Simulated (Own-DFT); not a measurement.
# Computed records: AlGa₃N₄ (wurtzite random alloy, strained, atoms displaced)

Computed with Own-DFT development build. A calculation, not a measurement: plane-wave PBE density functional theory by an unreviewed code, no spin, of a simulated periodic cell, stress positive in tension, free energy of the whole cell less one offset for each atom, forces on such cells passed a denser k mesh, this cell's mesh not checked; offsets are fitted by least squares, one for each functional and potential file, so energies compare only between cells with the same atoms and settings and are not formation energies; the far tail of each file's local potential was reset to the Coulomb form; each entry is a single point on an unrelaxed cell, so the pressure reflects the starting lattice, mostly measured values, from which strain is counted, and rises with the displacements; printed positions are rounded, which can move forces by about a meV/angstrom; the program is a retired in-house code; no spin-orbit coupling.

Common to all runs: functional PBE; potential files PseudoDojo norm-conserving, scalar-relativistic, standard set with the stringent files for Ga; wave cutoff 96 hartree; occupations Gaussian; smearing width 0.01 eV; k mesh 4 x 4 x 3 centred on Gamma.

```json
{"entry": 1, "formula": "AlGa3N4", "kind": "wurtzite random alloy, strained, atoms displaced", "structure": {"cell_angstrom": [[9.3904, 0.0, 0.0], [-4.6952, 8.1323, 0.0], [0.0, 0.0, 10.2685]], "atoms_fractional": [["Al", 0.10503, 0.22124, 0.99118], ["Ga", 0.21072, 0.10474, 0.253], ["N", 0.0995, 0.22542, 0.19373], ["N", 0.22437, 0.1124, 0.43834], ["Ga", 0.12207, 0.22995, 0.49919], ["Ga", 0.2307, 0.11597, 0.74723], ["N", 0.10379, 0.21011, 0.69363], ["N", 0.22778, 0.11234, 0.93862], ["Al", 0.1054, 0.55623, 0.00188], ["Ga", 0.21434, 0.44246, 0.25636], ["N", 0.10195, 0.55822, 0.18624], ["N", 0.22395, 0.44285, 0.44567], ["Ga", 0.11229, 0.56625, 0.49689], ["Al", 0.22123, 0.4454, 0.75216], ["N", 0.10952, 0.55971, 0.67578], ["N", 0.23391, 0.44906, 0.94373], ["Ga", 0.1258, 0.89083, 0.99133], ["Ga", 0.22754, 0.77888, 0.24544], ["N", 0.10172, 0.87932, 0.1903], ["N", 0.21705, 0.78267, 0.44372], ["Ga", 0.09668, 0.87967, 0.50047], ["Al", 0.22502, 0.78236, 0.74974], ["N", 0.10708, 0.90052, 0.69149], ["N", 0.22337, 0.76591, 0.94073], ["Ga", 0.44333, 0.22969, 0.9985], ["Ga", 0.54915, 0.10067, 0.25345], ["N", 0.4438, 0.21925, 0.18876], ["N", 0.56793, 0.12359, 0.44091], ["Ga", 0.45297, 0.23542, 0.50151], ["Ga", 0.55575, 0.10811, 0.7462], ["N", 0.44792, 0.22584, 0.68891], ["N", 0.55417, 0.10376, 0.94103], ["Ga", 0.44614, 0.55341, 0.00369], ["Al", 0.55243, 0.4394, 0.26015], ["N", 0.44372, 0.56123, 0.18824], ["N", 0.5611, 0.45922, 0.43579], ["Al", 0.44989, 0.56445, 0.49447], ["Ga", 0.5601, 0.44693, 0.76188], ["N", 0.44409, 0.55998, 0.68946], ["N", 0.56198, 0.44055, 0.9278], ["Al", 0.4304, 0.8859, 0.99143], ["Ga", 0.53743, 0.7749, 0.25222], ["N", 0.44155, 0.89208, 0.18781], ["N", 0.5592, 0.77731, 0.43919], ["Ga", 0.44285, 0.88675, 0.49667], ["Ga", 0.54841, 0.76729, 0.74558], ["N", 0.45411, 0.89207, 0.68463], ["N", 0.55187, 0.77389, 0.94913], ["Ga", 0.78229, 0.22668, 0.00793], ["Ga", 0.88207, 0.11056, 0.2462], ["N", 0.7786, 0.22381, 0.19327], ["N", 0.88937, 0.10774, 0.436], ["Al", 0.77743, 0.21739, 0.51171], ["Ga", 0.88991, 0.11763, 0.7508], ["N", 0.77984, 0.23043, 0.6913], ["N", 0.89178, 0.11747, 0.93644], ["Ga", 0.78628, 0.55736, 0.99534], ["Ga", 0.88927, 0.44075, 0.25388], ["N", 0.78223, 0.55379, 0.19501], ["N", 0.88495, 0.44241, 0.43496], ["Ga", 0.76997, 0.54916, 0.49821], ["Ga", 0.89426, 0.44091, 0.75075], ["N", 0.78498, 0.56331, 0.69243], ["N", 0.88992, 0.44272, 0.93182], ["Al", 0.7714, 0.87371, 0.00337], ["Ga", 0.88058, 0.76725, 0.25259], ["N", 0.78389, 0.89143, 0.18916], ["N", 0.89126, 0.77896, 0.44182], ["Ga", 0.78375, 0.89276, 0.50196], ["Ga", 0.8942, 0.7891, 0.74739], ["N", 0.78395, 0.89472, 0.69242], ["N", 0.8788, 0.77833, 0.93652]]}, "results": {"free_energy_of_cell_above_offsets [eV]": "-7.308", "pressure [GPa]": 12.66, "stress_xx [GPa]": -12.61, "stress_yy [GPa]": -15.49, "stress_zz [GPa]": -9.89, "stress_yz [GPa]": -0.68, "stress_xz [GPa]": -0.41, "stress_xy [GPa]": -1.03, "force_element": ["Al", "Ga", "N", "N", "Ga", "Ga", "N", "N", "Al", "Ga", "N", "N", "Ga", "Al", "N", "N", "Ga", "Ga", "N", "N", "Ga", "Al", "N", "N", "Ga", "Ga", "N", "N", "Ga", "Ga", "N", "N", "Ga", "Al", "N", "N", "Al", "Ga", "N", "N", "Al", "Ga", "N", "N", "Ga", "Ga", "N", "N", "Ga", "Ga", "N", "N", "Al", "Ga", "N", "N", "Ga", "Ga", "N", "N", "Ga", "Ga", "N", "N", "Al", "Ga", "N", "N", "Ga", "Ga", "N", "N"], "force_x [eV/angstrom]": [1.06, 0.194, 1.937, 0.579, -1.188, -0.66, 0.668, -1.629, 1.251, 0.338, 1.696, 0.237, -0.078, 0.145, 1.533, -2.939, -2.715, -2.219, 0.827, 1.424, 1.595, -0.28, 3.362, -1.056, 1.624, 0.055, -0.728, -0.357, -0.31, -0.018, 0.488, -0.6, 0.919, 0.089, 0.862, -1.564, -0.498, 0.004, -0.242, -0.515, 3.602, 2.867, 0.085, -0.825, -0.051, 1.206, -2.03, -0.474, -0.504, 0.524, -1.272, -0.773, 0.92, -0.481, 0.127, 0.079, -0.804, -0.713, -2.036, 0.613, 1.769, -1.093, -0.213, 1.099, -1.254, -0.093, -1.394, -1.77, -0.202, -0.589, -1.876, 2.266], "force_y [eV/angstrom]": [0.333, 0.378, -0.103, -0.165, -2.129, 0.291, 3.331, 0.317, -1.508, 0.376, -0.146, 2.548, -1.9, -0.16, 0.528, -1.363, -0.344, -0.192, 0.919, 0.419, 2.542, -0.388, -1.502, 0.133, -1.006, 2.498, 1.027, -1.098, -1.16, 0.788, 0.457, 0.348, 0.314, 0.453, -2.09, -1.11, -0.949, 0.672, -2.897, 0.878, 0.7, 0.735, -0.633, 0.138, 1.048, 2.549, -1.04, 1.23, -1.124, -0.857, -0.431, 1.5, 0.902, -1.081, -1.514, -1.433, 0.091, 0.085, -1.688, -0.878, 1.321, 1.997, -0.826, 0.603, 2.265, 1.412, -1.228, -1.498, -0.023, -1.514, -0.255, 0.108], "force_z [eV/angstrom]": [1.496, -0.91, -2.146, 0.598, 0.866, 0.682, -0.672, -0.204, 0.161, -0.825, -0.593, -0.77, -0.688, -0.485, 3.417, -1.502, 1.649, 1.115, -0.998, -1.556, 0.913, -1.047, -0.292, -2.07, 0.964, 0.072, 0.608, 0.399, -0.282, 1.328, -0.352, -0.375, 0.018, -2.693, 1.323, 0.26, 1.48, -5.339, -1.554, 5.354, 1.513, -0.478, -1.778, -0.068, 0.281, 1.951, 0.544, -1.186, -0.76, 1.169, -0.746, 1.095, -2.091, 0.516, -1.111, 0.989, 1.11, -0.013, -1.326, 1.875, 1.493, -0.811, -0.706, 1.642, 0.412, 0.064, -0.739, -0.775, 0.246, 1.037, -0.769, 0.07]}}
{"entry": 2, "formula": "AlGa3N4", "kind": "wurtzite random alloy, strained, atoms displaced", "structure": {"cell_angstrom": [[9.3904, 0.0, 0.0], [-4.6952, 8.1323, 0.0], [0.0, 0.0, 10.2685]], "atoms_fractional": [["Ga", 0.10772, 0.2288, 0.99736], ["Ga", 0.23013, 0.11512, 0.25679], ["N", 0.11826, 0.22091, 0.18867], ["N", 0.22754, 0.12698, 0.4412], ["Ga", 0.11129, 0.23737, 0.50131], ["Ga", 0.22446, 0.11231, 0.75712], ["N", 0.10462, 0.22025, 0.68594], ["N", 0.21935, 0.10228, 0.93844], ["Al", 0.11939, 0.5633, 0.99785], ["Ga", 0.22409, 0.43462, 0.25239], ["N", 0.10827, 0.545, 0.18239], ["N", 0.21982, 0.45287, 0.44026], ["Al", 0.11024, 0.55385, 0.49485], ["Ga", 0.22231, 0.4436, 0.75347], ["N", 0.10607, 0.54725, 0.68993], ["N", 0.22123, 0.44519, 0.93798], ["Al", 0.11122, 0.89249, 0.00161], ["Al", 0.22742, 0.77706, 0.24803], ["N", 0.098, 0.86568, 0.19917], ["N", 0.21758, 0.77642, 0.43051], ["Ga", 0.09775, 0.88463, 0.49116], ["Al", 0.22436, 0.77591, 0.75876], ["N", 0.12437, 0.8962, 0.69407], ["N", 0.22752, 0.78017, 0.93656], ["Ga", 0.45303, 0.22792, 0.99302], ["Ga", 0.54424, 0.09643, 0.24749], ["N", 0.44724, 0.21813, 0.19241], ["N", 0.54428, 0.10278, 0.44144], ["Ga", 0.45138, 0.2274, 0.50012], ["Ga", 0.54648, 0.10559, 0.75501], ["N", 0.45293, 0.22487, 0.69231], ["N", 0.54954, 0.10523, 0.92984], ["Ga", 0.44353, 0.55489, 0.0054], ["Al", 0.54755, 0.44477, 0.25249], ["N", 0.43616, 0.54673, 0.19025], ["N", 0.55122, 0.43973, 0.43218], ["Ga", 0.4393, 0.55229, 0.49742], ["Ga", 0.54779, 0.43686, 0.75156], ["N", 0.44278, 0.56402, 0.68734], ["N", 0.55288, 0.44468, 0.93507], ["Ga", 0.43947, 0.8836, 0.00235], ["Ga", 0.54951, 0.77498, 0.24219], ["N", 0.45139, 0.89303, 0.18866], ["N", 0.56006, 0.77369, 0.43859], ["Al", 0.44086, 0.89041, 0.49765], ["Ga", 0.55179, 0.77181, 0.75221], ["N", 0.43474, 0.89076, 0.69894], ["N", 0.55229, 0.76903, 0.93932], ["Al", 0.77283, 0.22106, 0.00216], ["Ga", 0.8876, 0.11464, 0.24391], ["N", 0.77993, 0.22055, 0.19135], ["N", 0.87904, 0.10482, 0.43641], ["Ga", 0.77665, 0.21558, 0.49277], ["Ga", 0.90163, 0.11524, 0.7542], ["N", 0.77459, 0.22236, 0.6939], ["N", 0.8916, 0.10844, 0.93747], ["Ga", 0.7775, 0.55837, 0.00254], ["Ga", 0.89029, 0.4379, 0.25624], ["N", 0.77316, 0.54752, 0.18829], ["N", 0.88658, 0.44468, 0.4405], ["Ga", 0.78525, 0.55537, 0.49316], ["Al", 0.8932, 0.44621, 0.7475], ["N", 0.77318, 0.5543, 0.68006], ["N", 0.88879, 0.44842, 0.94044], ["Ga", 0.78163, 0.89336, 0.99309], ["Ga", 0.89036, 0.78037, 0.23849], ["N", 0.78019, 0.89073, 0.18636], ["N", 0.88008, 0.77111, 0.43608], ["Ga", 0.77853, 0.88139, 0.49738], ["Ga", 0.89063, 0.76987, 0.75465], ["N", 0.77595, 0.88706, 0.6833], ["N", 0.89289, 0.78646, 0.93913]]}, "results": {"free_energy_of_cell_above_offsets [eV]": "-8.119", "pressure [GPa]": 12.39, "stress_xx [GPa]": -13.16, "stress_yy [GPa]": -14.57, "stress_zz [GPa]": -9.43, "stress_yz [GPa]": 0.07, "stress_xz [GPa]": 0.63, "stress_xy [GPa]": 0.44, "force_element": ["Ga", "Ga", "N", "N", "Ga", "Ga", "N", "N", "Al", "Ga", "N", "N", "Al", "Ga", "N", "N", "Al", "Al", "N", "N", "Ga", "Al", "N", "N", "Ga", "Ga", "N", "N", "Ga", "Ga", "N", "N", "Ga", "Al", "N", "N", "Ga", "Ga", "N", "N", "Ga", "Ga", "N", "N", "Al", "Ga", "N", "N", "Al", "Ga", "N", "N", "Ga", "Ga", "N", "N", "Ga", "Ga", "N", "N", "Ga", "Al", "N", "N", "Ga", "Ga", "N", "N", "Ga", "Ga", "N", "N"], "force_x [eV/angstrom]": [1.577, -0.477, -0.747, -0.465, -0.002, -0.025, 2.459, -0.295, -1.214, -1.925, 0.738, -0.011, -1.094, -0.033, -0.247, -0.328, 0.493, -0.621, 3.409, 1.055, 1.519, -0.889, -0.54, -1.878, -0.9, 0.852, -0.433, 1.042, -0.618, 1.805, -1.864, 1.497, 0.058, 1.991, 1.32, 0.133, 1.052, 0.34, 0.536, 0.144, 1.108, 1.982, -1.767, -2.515, 0.353, -0.026, 1.143, -0.131, 0.338, 1.65, -1.753, 1.83, -1.434, -3.161, 0.609, -1.886, 0.232, -0.689, -1.125, 2.289, -2.428, -1.499, 1.106, 1.147, -0.829, -2.231, -0.919, 0.809, -0.961, -0.418, 0.523, 1.236], "force_y [eV/angstrom]": [-0.929, -1.285, -0.869, -1.377, -2.218, 0.207, 1.206, 1.327, -1.261, 0.702, 1.634, -0.188, 1.228, 0.035, 1.871, 0.847, -1.024, -1.458, 3.313, -0.371, 1.434, -0.318, -1.912, -0.761, -1.218, 3.481, 1.315, 0.078, -0.632, 0.721, -0.451, 0.59, -0.734, -0.608, 0.868, 1.07, 0.635, 2.102, -2.539, 0.676, 0.829, -0.236, -2.879, 0.634, -1.417, 2.228, -1.657, 1.184, 0.449, -1.009, -0.222, 0.461, 0.216, -1.555, 0.353, 1.516, -0.072, 1.039, -0.103, -0.755, -0.169, -0.912, -0.606, -0.66, -0.926, -2.175, -0.204, 0.371, 0.859, 1.049, 0.114, -0.935], "force_z [eV/angstrom]": [0.993, -0.522, -0.569, 0.312, -0.149, -1.713, 0.25, 1.396, 0.277, 0.077, 0.319, -0.749, 1.306, -0.79, -0.886, 0.435, 0.606, -0.003, -2.784, 0.665, 1.461, -1.946, -0.904, 1.206, 1.446, 1.725, -1.187, -0.813, 0.916, -2.102, -0.986, 3.864, -0.654, -0.608, -0.121, 0.1, 0.701, -1.024, -0.436, 0.73, -0.861, 1.714, -0.97, -0.802, 1.335, -0.485, -2.379, 0.487, -0.833, 1.155, -1.758, -0.733, 2.202, -1.115, -0.583, 0.743, -0.174, -1.297, 0.694, -0.281, 0.99, 0.336, 1.353, -0.687, 1.101, 1.874, -0.752, -1.39, 0.769, -1.561, 1.48, 0.588]}}
```
